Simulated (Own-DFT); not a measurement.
InAs (zincblende, strongly disordered by large displacements), GaP (zincblende, strongly disordered by large displacements) (calculated)

A calculation, not a measurement: plane-wave PBE density functional theory by an unreviewed code, no spin, of a simulated periodic cell, stress positive in tension, free energy of the whole cell less one offset for each atom, forces on such cells passed a denser k mesh, this cell's mesh not checked; broken bonds can close the gap or carry spin, so checks made on this kind of crystal may not hold here; offsets are fitted by least squares, one for each functional and potential file, so energies compare only between cells with the same atoms and settings and are not formation energies; the far tail of each file's local potential was reset to the Coulomb form; each entry is a single point on an unrelaxed cell, so the pressure reflects the starting lattice, mostly measured values (interpolated for alloys), from which strain is counted, and rises with the displacements; printed positions are rounded, which can move forces by about a meV/angstrom; the program, named Own-DFT, is a retired in-house code; no spin-orbit coupling. Program: Own-DFT development build.

Common to all runs: functional PBE; potential files PseudoDojo norm-conserving, scalar-relativistic, standard set; wave cutoff 42 hartree; occupations Fermi-Dirac; smearing width 0.1 eV; k mesh 3 x 3 x 3 centred on Gamma.

(1) InAs (zincblende, strongly disordered by large displacements)

```cif
# cell vector a (Å): 12.1166 0.0000 0.0000
# cell vector b (Å): 0.0000 12.1166 0.0000
# cell vector c (Å): 0.0000 0.0000 12.1166
data_InAs
_symmetry_space_group_name_H-M 'P 1'
_symmetry_Int_Tables_number 1
_cell_length_a 12.1166
_cell_length_b 12.1166
_cell_length_c 12.1166
_cell_angle_alpha 90.000
_cell_angle_beta 90.000
_cell_angle_gamma 90.000
_cell_volume 1778.86
loop_
_atom_site_label
_atom_site_type_symbol
_atom_site_fract_x
_atom_site_fract_y
_atom_site_fract_z
_atom_site_occupancy
In1 In 0.98385 0.00453 0.00843 1
In2 In 0.00104 0.27776 0.27693 1
In3 In 0.26688 0.98920 0.27805 1
In4 In 0.27128 0.27566 0.97069 1
As1 As 0.17934 0.07244 0.14513 1
As2 As 0.14120 0.38802 0.31194 1
As3 As 0.40661 0.16326 0.39070 1
As4 As 0.39764 0.35367 0.09934 1
In5 In 0.03683 0.97756 0.51910 1
In6 In 0.00526 0.24307 0.75033 1
In7 In 0.23276 0.02268 0.75997 1
In8 In 0.27745 0.23419 0.51023 1
As5 As 0.10084 0.12921 0.60511 1
As6 As 0.11702 0.34010 0.88125 1
As7 As 0.38035 0.08442 0.84159 1
As8 As 0.39732 0.36429 0.61669 1
In9 In 0.94588 0.51684 0.02161 1
In10 In 0.95207 0.77117 0.25304 1
In11 In 0.28836 0.47453 0.25609 1
In12 In 0.26563 0.74272 0.99054 1
As9 As 0.13592 0.66030 0.11138 1
As10 As 0.17779 0.84995 0.34628 1
As11 As 0.36570 0.62007 0.41869 1
As12 As 0.35673 0.85506 0.09626 1
In13 In 0.96704 0.51363 0.49212 1
In14 In 0.00423 0.78596 0.74178 1
In15 In 0.24452 0.45181 0.70253 1
In16 In 0.28249 0.77419 0.53264 1
As13 As 0.09560 0.66813 0.64546 1
As14 As 0.11779 0.81809 0.87550 1
As15 As 0.39097 0.63467 0.89126 1
As16 As 0.40123 0.87225 0.62128 1
In17 In 0.51613 0.01104 0.94456 1
In18 In 0.46464 0.26360 0.25529 1
In19 In 0.77444 0.03508 0.26855 1
In20 In 0.70621 0.19680 0.95894 1
As17 As 0.61135 0.14451 0.12107 1
As18 As 0.63543 0.37534 0.39977 1
As19 As 0.87080 0.11837 0.39519 1
As20 As 0.82813 0.37911 0.14624 1
In21 In 0.52763 0.99319 0.49148 1
In22 In 0.48236 0.24559 0.72127 1
In23 In 0.77000 0.97390 0.76151 1
In24 In 0.72506 0.21829 0.45868 1
As21 As 0.64088 0.10343 0.62144 1
As22 As 0.58043 0.35588 0.89063 1
As23 As 0.85517 0.11951 0.86008 1
As24 As 0.92492 0.37977 0.62593 1
In25 In 0.51141 0.53954 0.02468 1
In26 In 0.50657 0.77607 0.21749 1
In27 In 0.77639 0.49041 0.28058 1
In28 In 0.74152 0.77025 0.00403 1
As25 As 0.66529 0.60045 0.12117 1
As26 As 0.58263 0.84288 0.36585 1
As27 As 0.83646 0.61081 0.41621 1
As28 As 0.87978 0.87772 0.08407 1
In29 In 0.52508 0.53492 0.52359 1
In30 In 0.45876 0.74962 0.74623 1
In31 In 0.75232 0.54076 0.75681 1
In32 In 0.75783 0.78749 0.50079 1
As29 As 0.66755 0.64105 0.62121 1
As30 As 0.56820 0.89447 0.81823 1
As31 As 0.90430 0.52560 0.84858 1
As32 As 0.89870 0.88760 0.59040 1
```

Settings of this run: hardware one NVIDIA H200.

Results for InAs (zincblende, strongly disordered by large displacements): free energy of cell above offsets 31.248 eV; pressure 15.08 GPa; stress xx -15.34 GPa; stress yy -13.5 GPa; stress zz -16.41 GPa; stress yz -0.76 GPa; stress xz -4.34 GPa; stress xy -1.84 GPa; wall time 1243 s.

Force:
| element | x (eV/Å) | y (eV/Å) | z (eV/Å) |
| --- | --- | --- | --- |
| In | 4.927 | 4.008 | -2.44 |
| In | -4.42 | -3.536 | -1.8 |
| In | 6.229 | 2.522 | 1.964 |
| In | 1.002 | -3.501 | 0.237 |
| As | -4.017 | 4.483 | -6.176 |
| As | -1.42 | -0.012 | 4.476 |
| As | -0.217 | -6.778 | 2.68 |
| As | 0.772 | 3.505 | -0.806 |
| In | 3.849 | -0.686 | -5.947 |
| In | -0.954 | -1.137 | 0.096 |
| In | -5.448 | -3.274 | -2.895 |
| In | -3.853 | 1.03 | 0.816 |
| As | 3.23 | 3.081 | 1.695 |
| As | -1.177 | 3.027 | -0.19 |
| As | 0.88 | 5.669 | 0.7 |
| As | -0.827 | 4.189 | -4.311 |
| In | 2.426 | -0.016 | 6.868 |
| In | 1.38 | -0.843 | 0.72 |
| In | 4.347 | 4.017 | -2.001 |
| In | -2.71 | -2.401 | -2.893 |
| As | -2.815 | -2.408 | 2.407 |
| As | -4.302 | -5.258 | 3.92 |
| As | 0.323 | -0.772 | -1.779 |
| As | 3.85 | 5.811 | 3.988 |
| In | 6.416 | -1.662 | 1.634 |
| In | -7.305 | 2.42 | -0.309 |
| In | -2.992 | 2.234 | 2.181 |
| In | -6.333 | -3.68 | -3.629 |
| As | 4.928 | -6.511 | -5.287 |
| As | 2.717 | 4.143 | 4.147 |
| As | -0.121 | -3.376 | -1.735 |
| As | 1.741 | 7.138 | 0.487 |
| In | 1.099 | 1.836 | 8.538 |
| In | 4.126 | 2.425 | -2.578 |
| In | -4.397 | -3.697 | -5.892 |
| In | -0.584 | 2.472 | -0.227 |
| As | -0.602 | -1.95 | 2.332 |
| As | -2.563 | 2.632 | -1.427 |
| As | 7.577 | 0.88 | 2.769 |
| As | 2.525 | -4.219 | -4.087 |
| In | -0.858 | 0.737 | -0.253 |
| In | 3.888 | -4.683 | 4.405 |
| In | -1.561 | -1.932 | -1.904 |
| In | -1.384 | 0.305 | 3.14 |
| As | 0.36 | 1.036 | 0.973 |
| As | 0.169 | 0.509 | -1.033 |
| As | 3.671 | 0.879 | 0.37 |
| As | -2.297 | -0.69 | 0.542 |
| In | -1.441 | -2.069 | -1.074 |
| In | -2.036 | -3.357 | -4.92 |
| In | -2.615 | 1.17 | 1.801 |
| In | -2.53 | -1.519 | -2.052 |
| As | 1.636 | 1.99 | 1.677 |
| As | 4.174 | 2.029 | 4.551 |
| As | -2.713 | 5.355 | -1.689 |
| As | -2.25 | -2.011 | 4.103 |
| In | -0.426 | -1.338 | -0.968 |
| In | 1.637 | -4.522 | 0.971 |
| In | -3.886 | -2.048 | -0.462 |
| In | -2.172 | -0.361 | -1.872 |
| As | -2.162 | 2.013 | -0.477 |
| As | 5.615 | -2.397 | -2.511 |
| As | 3.99 | 0.557 | -3.632 |
| As | -4.099 | -1.458 | 4.071 |

(2) GaP (zincblende, strongly disordered by large displacements)

```cif
# cell vector a (Å): 10.9010 0.0000 0.0000
# cell vector b (Å): 0.0000 10.9010 0.0000
# cell vector c (Å): 0.0000 0.0000 10.9010
data_GaP
_symmetry_space_group_name_H-M 'P 1'
_symmetry_Int_Tables_number 1
_cell_length_a 10.9010
_cell_length_b 10.9010
_cell_length_c 10.9010
_cell_angle_alpha 90.000
_cell_angle_beta 90.000
_cell_angle_gamma 90.000
_cell_volume 1295.39
loop_
_atom_site_label
_atom_site_type_symbol
_atom_site_fract_x
_atom_site_fract_y
_atom_site_fract_z
_atom_site_occupancy
Ga1 Ga 0.00131 0.98787 0.99228 1
Ga2 Ga 0.01741 0.25266 0.24297 1
Ga3 Ga 0.27082 0.99534 0.25790 1
Ga4 Ga 0.25610 0.24878 0.99162 1
P1 P 0.13346 0.12229 0.14796 1
P2 P 0.12217 0.37808 0.37810 1
P3 P 0.35473 0.10727 0.38456 1
P4 P 0.39750 0.40681 0.11137 1
Ga5 Ga 0.04295 0.01185 0.50215 1
Ga6 Ga 0.04568 0.25125 0.73137 1
Ga7 Ga 0.26141 0.01093 0.75485 1
Ga8 Ga 0.24304 0.24193 0.51079 1
P5 P 0.10152 0.14662 0.60243 1
P6 P 0.13315 0.37469 0.84081 1
P7 P 0.37101 0.13892 0.91174 1
P8 P 0.40163 0.37923 0.59035 1
Ga9 Ga 0.98974 0.50401 0.99575 1
Ga10 Ga 0.01054 0.73353 0.22992 1
Ga11 Ga 0.26072 0.52041 0.27061 1
Ga12 Ga 0.23295 0.74723 0.01144 1
P9 P 0.12825 0.64234 0.13257 1
P10 P 0.12219 0.87693 0.37550 1
P11 P 0.39323 0.61316 0.35952 1
P12 P 0.40949 0.90126 0.10903 1
Ga13 Ga 0.01796 0.49526 0.50711 1
Ga14 Ga 0.98710 0.75316 0.76083 1
Ga15 Ga 0.22805 0.52870 0.76927 1
Ga16 Ga 0.26969 0.73778 0.53207 1
P13 P 0.12045 0.63551 0.60620 1
P14 P 0.14012 0.88162 0.86914 1
P15 P 0.39748 0.63076 0.86530 1
P16 P 0.40389 0.87333 0.63788 1
Ga17 Ga 0.50541 0.02869 0.02409 1
Ga18 Ga 0.53536 0.24641 0.25733 1
Ga19 Ga 0.76475 0.98041 0.26527 1
Ga20 Ga 0.74005 0.24033 0.00736 1
P17 P 0.63877 0.14029 0.12345 1
P18 P 0.63699 0.34752 0.37365 1
P19 P 0.88249 0.10776 0.37198 1
P20 P 0.89509 0.37291 0.15364 1
Ga21 Ga 0.49849 0.02527 0.51023 1
Ga22 Ga 0.49662 0.27053 0.76764 1
Ga23 Ga 0.74428 0.99971 0.75094 1
Ga24 Ga 0.76657 0.26512 0.46349 1
P21 P 0.61098 0.13899 0.62965 1
P22 P 0.61959 0.35593 0.87919 1
P23 P 0.86227 0.14872 0.85424 1
P24 P 0.86776 0.37939 0.63317 1
Ga25 Ga 0.55016 0.51224 0.97710 1
Ga26 Ga 0.53364 0.72225 0.24300 1
Ga27 Ga 0.75639 0.54507 0.22448 1
Ga28 Ga 0.72008 0.76126 0.01218 1
P25 P 0.63253 0.63085 0.12330 1
P26 P 0.57982 0.88302 0.38353 1
P27 P 0.86086 0.64283 0.37179 1
P28 P 0.85531 0.87138 0.11914 1
Ga29 Ga 0.50122 0.51648 0.48480 1
Ga30 Ga 0.49856 0.74834 0.75155 1
Ga31 Ga 0.77094 0.49423 0.74834 1
Ga32 Ga 0.75371 0.73849 0.49669 1
P29 P 0.63070 0.56909 0.59164 1
P30 P 0.59398 0.88954 0.87841 1
P31 P 0.87666 0.63243 0.88331 1
P32 P 0.89000 0.86980 0.64763 1
```

It was run with hardware one NVIDIA H100.

The calculation gives: free energy of cell above offsets 1.718 eV; pressure 11.05 GPa; stress xx -10.43 GPa; stress yy -11.26 GPa; stress zz -11.46 GPa; stress yz -3.15 GPa; stress xz -0.52 GPa; stress xy -0.3 GPa; wall time 604 s.

Force:
| element | x (eV/Å) | y (eV/Å) | z (eV/Å) |
| --- | --- | --- | --- |
| Ga | -0.875 | 1.759 | 0.452 |
| Ga | 0.113 | -1.365 | 2.375 |
| Ga | -1.61 | -2.651 | -2.435 |
| Ga | -4.496 | 5.208 | 4.385 |
| P | 0.717 | -0.844 | -2.973 |
| P | 1.651 | -0.13 | -0.483 |
| P | 2.404 | 3.603 | 1.726 |
| P | -0.856 | -1.178 | 0.875 |
| Ga | -4.649 | -5.242 | -3.301 |
| Ga | -6.956 | 2.384 | 3.686 |
| Ga | 0.814 | 0.259 | -0.173 |
| Ga | 3.019 | 2.481 | -2.035 |
| P | 4.359 | -1.684 | 0.632 |
| P | 0.724 | 0.958 | 5.251 |
| P | 3.934 | -3.604 | -5.917 |
| P | -2.525 | -1.811 | 2.701 |
| Ga | 1.123 | -1.691 | 1.078 |
| Ga | -5.83 | 5.057 | 4.818 |
| Ga | -3.162 | -3.785 | -3.512 |
| Ga | 3.83 | 2.688 | -2.536 |
| P | 3.006 | -6.249 | -2.163 |
| P | 1.727 | -1.873 | -0.844 |
| P | 0.867 | 4.768 | 1.497 |
| P | -4.759 | -6.285 | 4.176 |
| Ga | -2.865 | -0.44 | -0.291 |
| Ga | 3.07 | -1.072 | 0.944 |
| Ga | 2.427 | 1.293 | -2.242 |
| Ga | 1.643 | 2.09 | -2.499 |
| P | -0.796 | -0.078 | 3.283 |
| P | -1.128 | -1.211 | 0.307 |
| P | -2.665 | -1.859 | 2.566 |
| P | -2.712 | 1.922 | -1.866 |
| Ga | 2.455 | 2.49 | -3.248 |
| Ga | -4.822 | -1.012 | -2.14 |
| Ga | -2.52 | 0.272 | 0.235 |
| Ga | 4.181 | 2.946 | -2.572 |
| P | -0.555 | -3.998 | 3.475 |
| P | -2.461 | 7.304 | -1.184 |
| P | 1.352 | 1.391 | 0.998 |
| P | -3.191 | 2.699 | -3.463 |
| Ga | -1.135 | -0.612 | 0.038 |
| Ga | -3.343 | -2.298 | -3.552 |
| Ga | -0.468 | 0.116 | -0.278 |
| Ga | 4.362 | -3.54 | 4.668 |
| P | 2.045 | 0.526 | 0.877 |
| P | 4.629 | 2.445 | 0.891 |
| P | 1.844 | -0.987 | 0.905 |
| P | 3.614 | -2.656 | -3.266 |
| Ga | -3.331 | 0.141 | 0.622 |
| Ga | -4.847 | 5.204 | 3.952 |
| Ga | 4.336 | -5.043 | 3.77 |
| Ga | 1.404 | 2.361 | -3.319 |
| P | -1.14 | -2.302 | -5.237 |
| P | 3.687 | -1.491 | -1.054 |
| P | 3.722 | -2.044 | -1.88 |
| P | 2.654 | -0.257 | -0.22 |
| Ga | -2.819 | -4.008 | -3.278 |
| Ga | 2.69 | -0.296 | -0.7 |
| Ga | -2.704 | 1.389 | 2.113 |
| Ga | -2.641 | 2.67 | 2.768 |
| P | 6.074 | 4.943 | 5.81 |
| P | 2.067 | -0.308 | 0.131 |
| P | -2.078 | -0.014 | 0.232 |
| P | -2.607 | 2.553 | -3.578 |

(3) GaP (zincblende, strongly disordered by large displacements)

```cif
# cell vector a (Å): 10.9010 0.0000 0.0000
# cell vector b (Å): 0.0000 10.9010 0.0000
# cell vector c (Å): 0.0000 0.0000 10.9010
data_GaP
_symmetry_space_group_name_H-M 'P 1'
_symmetry_Int_Tables_number 1
_cell_length_a 10.9010
_cell_length_b 10.9010
_cell_length_c 10.9010
_cell_angle_alpha 90.000
_cell_angle_beta 90.000
_cell_angle_gamma 90.000
_cell_volume 1295.39
loop_
_atom_site_label
_atom_site_type_symbol
_atom_site_fract_x
_atom_site_fract_y
_atom_site_fract_z
_atom_site_occupancy
Ga1 Ga 0.99861 0.98314 0.99135 1
Ga2 Ga 0.99437 0.26846 0.24522 1
Ga3 Ga 0.23635 0.00468 0.27065 1
Ga4 Ga 0.26088 0.25254 0.99786 1
P1 P 0.13088 0.13459 0.13161 1
P2 P 0.14723 0.37031 0.35355 1
P3 P 0.34730 0.15582 0.36387 1
P4 P 0.39898 0.34870 0.13872 1
Ga5 Ga 0.97343 0.98538 0.49275 1
Ga6 Ga 0.00304 0.24694 0.76410 1
Ga7 Ga 0.30997 0.01437 0.73095 1
Ga8 Ga 0.26148 0.28057 0.46653 1
P5 P 0.13516 0.08368 0.61185 1
P6 P 0.12391 0.34949 0.88007 1
P7 P 0.36839 0.15634 0.88847 1
P8 P 0.38233 0.38673 0.64416 1
Ga9 Ga 0.01864 0.48438 0.00674 1
Ga10 Ga 0.00080 0.77187 0.22272 1
Ga11 Ga 0.23413 0.50165 0.25305 1
Ga12 Ga 0.24689 0.80338 0.00286 1
P9 P 0.12034 0.60041 0.10198 1
P10 P 0.11727 0.88025 0.39500 1
P11 P 0.34230 0.64991 0.37597 1
P12 P 0.39580 0.84150 0.16159 1
Ga13 Ga 0.99163 0.47597 0.48962 1
Ga14 Ga 0.01893 0.77614 0.74763 1
Ga15 Ga 0.27902 0.48840 0.75577 1
Ga16 Ga 0.25477 0.77244 0.50962 1
P13 P 0.11855 0.62189 0.60438 1
P14 P 0.13199 0.88083 0.88341 1
P15 P 0.38818 0.59639 0.86851 1
P16 P 0.39388 0.88770 0.61897 1
Ga17 Ga 0.47036 0.98608 0.00238 1
Ga18 Ga 0.50437 0.25259 0.25012 1
Ga19 Ga 0.77184 0.98514 0.25540 1
Ga20 Ga 0.76376 0.25230 0.01293 1
P17 P 0.63638 0.18599 0.12246 1
P18 P 0.63993 0.36254 0.38978 1
P19 P 0.90088 0.15218 0.35807 1
P20 P 0.86872 0.37887 0.13619 1
Ga21 Ga 0.48097 0.02646 0.49367 1
Ga22 Ga 0.49647 0.26263 0.74824 1
Ga23 Ga 0.74429 0.96138 0.76341 1
Ga24 Ga 0.72027 0.21632 0.49517 1
P21 P 0.62018 0.12139 0.61533 1
P22 P 0.60167 0.37113 0.85133 1
P23 P 0.87371 0.15715 0.87050 1
P24 P 0.87052 0.36047 0.60740 1
Ga25 Ga 0.46733 0.48331 0.00922 1
Ga26 Ga 0.51772 0.73024 0.24179 1
Ga27 Ga 0.73323 0.51990 0.27161 1
Ga28 Ga 0.73682 0.77155 0.00768 1
P25 P 0.65903 0.60351 0.10368 1
P26 P 0.61427 0.90668 0.39744 1
P27 P 0.88722 0.65712 0.37008 1
P28 P 0.85990 0.85630 0.14216 1
Ga29 Ga 0.48099 0.48082 0.50083 1
Ga30 Ga 0.50787 0.73710 0.72314 1
Ga31 Ga 0.74530 0.48328 0.74704 1
Ga32 Ga 0.73435 0.74223 0.51641 1
P29 P 0.63024 0.61169 0.59003 1
P30 P 0.60209 0.87173 0.90670 1
P31 P 0.86321 0.60294 0.89866 1
P32 P 0.87711 0.87323 0.62296 1
```

It was run with hardware one NVIDIA H100.

The calculation gives: free energy of cell above offsets 1.851 eV; pressure 10.15 GPa; stress xx -10.61 GPa; stress yy -9.36 GPa; stress zz -10.49 GPa; stress yz 1.33 GPa; stress xz 0.45 GPa; stress xy 0.91 GPa; wall time 554.8 s.

Force:
| element | x (eV/Å) | y (eV/Å) | z (eV/Å) |
| --- | --- | --- | --- |
| Ga | -1.435 | 2.835 | 1.639 |
| Ga | 3.072 | 0.829 | -2.17 |
| Ga | -0.099 | -0.336 | -0.921 |
| Ga | -3.624 | 1.996 | 4.638 |
| P | -0.6 | -1.428 | -0.936 |
| P | -6.222 | 0.69 | 0.492 |
| P | 4.691 | -4.626 | -1.711 |
| P | -5.731 | 4.286 | -2.875 |
| Ga | 0.923 | 3.142 | -0.911 |
| Ga | 1.208 | -0.167 | -4.685 |
| Ga | -3.8 | 2.857 | 2.657 |
| Ga | 0.132 | 0.325 | 7.515 |
| P | 0.001 | 2.202 | 0.676 |
| P | 1.762 | 3.021 | 0.012 |
| P | 4.319 | -5.473 | -4.235 |
| P | -0.168 | -3.799 | -4.713 |
| Ga | -4.405 | -3.19 | -2.776 |
| Ga | 5 | -3.944 | 3.045 |
| Ga | 2.519 | 3.091 | -2.576 |
| Ga | 3.51 | -4.645 | 3.626 |
| P | 3.758 | 5.709 | 3.468 |
| P | 0.108 | -0.631 | -2.388 |
| P | 2.708 | -2.384 | -1.272 |
| P | -5.251 | 5.495 | -3.398 |
| Ga | 0.811 | 1.887 | -1.048 |
| Ga | -0.566 | -3.053 | -0.537 |
| Ga | -6.78 | 1.635 | 1.146 |
| Ga | -1.466 | -0.692 | 1 |
| P | 1.042 | 0.288 | 1.885 |
| P | -1.076 | 2.373 | -4.031 |
| P | 0.285 | 5.183 | 0.757 |
| P | 1.146 | -3.225 | -0.844 |
| Ga | -0.58 | 2.431 | 1.722 |
| Ga | 2.771 | -2.121 | 4.94 |
| Ga | -2.056 | 3.843 | 2.108 |
| Ga | 2.315 | 2.368 | -3.636 |
| P | -2.726 | -6.34 | 2.004 |
| P | -2.697 | 2.288 | -1.297 |
| P | -3.902 | -4.805 | 3.912 |
| P | 0.234 | 2.151 | -0.283 |
| Ga | -0.639 | 1.422 | -1.118 |
| Ga | -0.784 | -4.428 | -1.983 |
| Ga | -0.126 | 2.302 | 0.154 |
| Ga | 5.44 | 2.066 | -2.407 |
| P | -2.605 | -2.801 | 4.922 |
| P | 3.853 | 2.959 | 4.401 |
| P | -2.258 | -4.866 | 1.388 |
| P | -0.408 | -1.008 | 1.577 |
| Ga | 3.268 | 0.24 | -0.089 |
| Ga | 3.71 | -3.359 | 3.029 |
| Ga | 2.16 | -0.522 | 0.783 |
| Ga | 1.481 | -2.775 | -0.325 |
| P | -3.291 | 0.018 | -0.013 |
| P | 1.8 | -2.376 | -2.129 |
| P | -1.063 | -1.862 | 0.771 |
| P | -1.056 | 2.515 | -4.294 |
| Ga | 1.14 | 1.739 | -2.23 |
| Ga | 0.503 | -0.8 | 1.229 |
| Ga | 0.603 | 0.776 | -0.357 |
| Ga | 3.534 | 4.244 | -3.28 |
| P | -2.86 | -3.38 | 3.61 |
| P | 0.231 | -0.225 | -3.893 |
| P | 0.122 | 1.431 | -1.393 |
| P | -1.886 | -1.377 | 1.65 |

(4) InAs (zincblende, strongly disordered by large displacements)

```cif
# cell vector a (Å): 12.1166 0.0000 0.0000
# cell vector b (Å): 0.0000 12.1166 0.0000
# cell vector c (Å): 0.0000 0.0000 12.1166
data_InAs
_symmetry_space_group_name_H-M 'P 1'
_symmetry_Int_Tables_number 1
_cell_length_a 12.1166
_cell_length_b 12.1166
_cell_length_c 12.1166
_cell_angle_alpha 90.000
_cell_angle_beta 90.000
_cell_angle_gamma 90.000
_cell_volume 1778.86
loop_
_atom_site_label
_atom_site_type_symbol
_atom_site_fract_x
_atom_site_fract_y
_atom_site_fract_z
_atom_site_occupancy
In1 In 0.99110 0.99138 0.05480 1
In2 In 0.00534 0.29171 0.24039 1
In3 In 0.21494 0.02648 0.24249 1
In4 In 0.24366 0.19998 0.00214 1
As1 As 0.07938 0.13003 0.09801 1
As2 As 0.10027 0.36562 0.36042 1
As3 As 0.40327 0.13992 0.36867 1
As4 As 0.35366 0.33003 0.11948 1
In5 In 0.03068 0.99610 0.52091 1
In6 In 0.03777 0.25274 0.78388 1
In7 In 0.27978 0.02508 0.69833 1
In8 In 0.24872 0.31421 0.49783 1
As5 As 0.10141 0.12021 0.62364 1
As6 As 0.14461 0.35874 0.86285 1
As7 As 0.38708 0.11341 0.91423 1
As8 As 0.40043 0.38153 0.60381 1
In9 In 0.98558 0.48103 0.06669 1
In10 In 0.98565 0.71654 0.22150 1
In11 In 0.28608 0.48172 0.28354 1
In12 In 0.25792 0.74594 0.98892 1
As9 As 0.12754 0.67201 0.13923 1
As10 As 0.12301 0.85517 0.34855 1
As11 As 0.36472 0.63112 0.41624 1
As12 As 0.38178 0.90742 0.13385 1
In13 In 0.02020 0.50785 0.52096 1
In14 In 0.97812 0.78143 0.76614 1
In15 In 0.17667 0.48207 0.71514 1
In16 In 0.27187 0.73640 0.51206 1
As13 As 0.14648 0.64732 0.68933 1
As14 As 0.08004 0.85857 0.87814 1
As15 As 0.38654 0.58634 0.87064 1
As16 As 0.33514 0.86659 0.67186 1
In17 In 0.48179 0.97935 0.95826 1
In18 In 0.50791 0.24816 0.28978 1
In19 In 0.71017 0.97097 0.26068 1
In20 In 0.75352 0.21572 0.99152 1
As17 As 0.62226 0.06216 0.11349 1
As18 As 0.59990 0.37578 0.39217 1
As19 As 0.87515 0.13193 0.37506 1
As20 As 0.83167 0.36391 0.11492 1
In21 In 0.51194 0.02693 0.47493 1
In22 In 0.47236 0.24418 0.72594 1
In23 In 0.79880 0.95565 0.72959 1
In24 In 0.72312 0.26314 0.54958 1
As21 As 0.59996 0.09715 0.61826 1
As22 As 0.65251 0.43341 0.90545 1
As23 As 0.87236 0.12838 0.86334 1
As24 As 0.88021 0.31403 0.58984 1
In25 In 0.49132 0.54065 0.02748 1
In26 In 0.48748 0.79109 0.19852 1
In27 In 0.76840 0.47419 0.23623 1
In28 In 0.76272 0.77092 0.01252 1
As25 As 0.62333 0.61926 0.11484 1
As26 As 0.57579 0.92679 0.35489 1
As27 As 0.82465 0.63063 0.39045 1
As28 As 0.88138 0.81575 0.13326 1
In29 In 0.46106 0.47023 0.46705 1
In30 In 0.49582 0.74364 0.78312 1
In31 In 0.73025 0.42632 0.73914 1
In32 In 0.74348 0.75026 0.47982 1
As29 As 0.64762 0.55948 0.68161 1
As30 As 0.62440 0.83517 0.83997 1
As31 As 0.81335 0.63985 0.89605 1
As32 As 0.89429 0.86547 0.58051 1
```

It was run with hardware one NVIDIA H200.

The calculation gives: free energy of cell above offsets 53.559 eV; pressure 19.08 GPa; stress xx -19.77 GPa; stress yy -20.87 GPa; stress zz -16.59 GPa; stress yz -4.13 GPa; stress xz -1.92 GPa; stress xy 0.75 GPa; wall time 1267 s.

Force:
| element | x (eV/Å) | y (eV/Å) | z (eV/Å) |
| --- | --- | --- | --- |
| In | -5.887 | -9.115 | -4.138 |
| In | -6.295 | -5.844 | -6.558 |
| In | 0.884 | -0.122 | 0.87 |
| In | -1.977 | 1.867 | 0.236 |
| As | 4.513 | 8.213 | 3.885 |
| As | 5.837 | 5.555 | 7.015 |
| As | -10.9 | -4.528 | 2.76 |
| As | 1.882 | 2.093 | 1.484 |
| In | -1.914 | -3.748 | -6.675 |
| In | -7.609 | -6.899 | -5.029 |
| In | -3.33 | 9.381 | 2.177 |
| In | -1.571 | -2.699 | -0.564 |
| As | 4.208 | 5.949 | 4.056 |
| As | 5.795 | 5.12 | 7.244 |
| As | -3.36 | 7.192 | -6.284 |
| As | -3.331 | -1.871 | 7.924 |
| In | 2.434 | 2.305 | -1.849 |
| In | -2.082 | -3.704 | 11.65 |
| In | -1.361 | -0.239 | -1.783 |
| In | 0.268 | 0.4 | -0.854 |
| As | 9.145 | -5.001 | -4.158 |
| As | 0.261 | 0.393 | 1.361 |
| As | 5.221 | -3.691 | -7.212 |
| As | -7.796 | 6.187 | -4.462 |
| In | -1.278 | 0.071 | -0.374 |
| In | -6.082 | -5.781 | -6.065 |
| In | 3.199 | -8.567 | 0.291 |
| In | -6.559 | 6.727 | 5.47 |
| As | -2.151 | 10.14 | -2.554 |
| As | 6.933 | 5.451 | 7.476 |
| As | -2.803 | 0.773 | -1.727 |
| As | 4.022 | -9.748 | -1.678 |
| In | 6.858 | -8.354 | 2.193 |
| In | 4.001 | 3.701 | -8.287 |
| In | 11.13 | 2.203 | -3.828 |
| In | -3.002 | -0.118 | 1.016 |
| As | -0.757 | 2.811 | -2.528 |
| As | 7.266 | 0.469 | -0.964 |
| As | -0.128 | -0.337 | -0.064 |
| As | 1.841 | -5.403 | -4.195 |
| In | -4.915 | 2.243 | 5.985 |
| In | 1.209 | -1.783 | 2.149 |
| In | -2.434 | 2.01 | 1.751 |
| In | -9.408 | -3.774 | -3.611 |
| As | 3.31 | 1.844 | 5.279 |
| As | -1.661 | -0.929 | 4.707 |
| As | 1.793 | -1.906 | -1.38 |
| As | 10.14 | 3.752 | 3.248 |
| In | -4.575 | -4.492 | -1.708 |
| In | 6.767 | -8.194 | 4.363 |
| In | -4.313 | 5.591 | 6.55 |
| In | -7.29 | 1.501 | -2.312 |
| As | 5.101 | 3.888 | 4.946 |
| As | -3.27 | -11.13 | -1.229 |
| As | 6.359 | -8.275 | -6.044 |
| As | -2.768 | 10.53 | 0.167 |
| In | 1.6 | 5.594 | -3.391 |
| In | -8.686 | -6.371 | -4.37 |
| In | 8.684 | -9.696 | -0.695 |
| In | -6.171 | 6.931 | 5.318 |
| As | -6.463 | 10.8 | -4.872 |
| As | 9.221 | 7.841 | 4.65 |
| As | 2.695 | -5.063 | -4.452 |
| As | -0.445 | -2.146 | -0.329 |
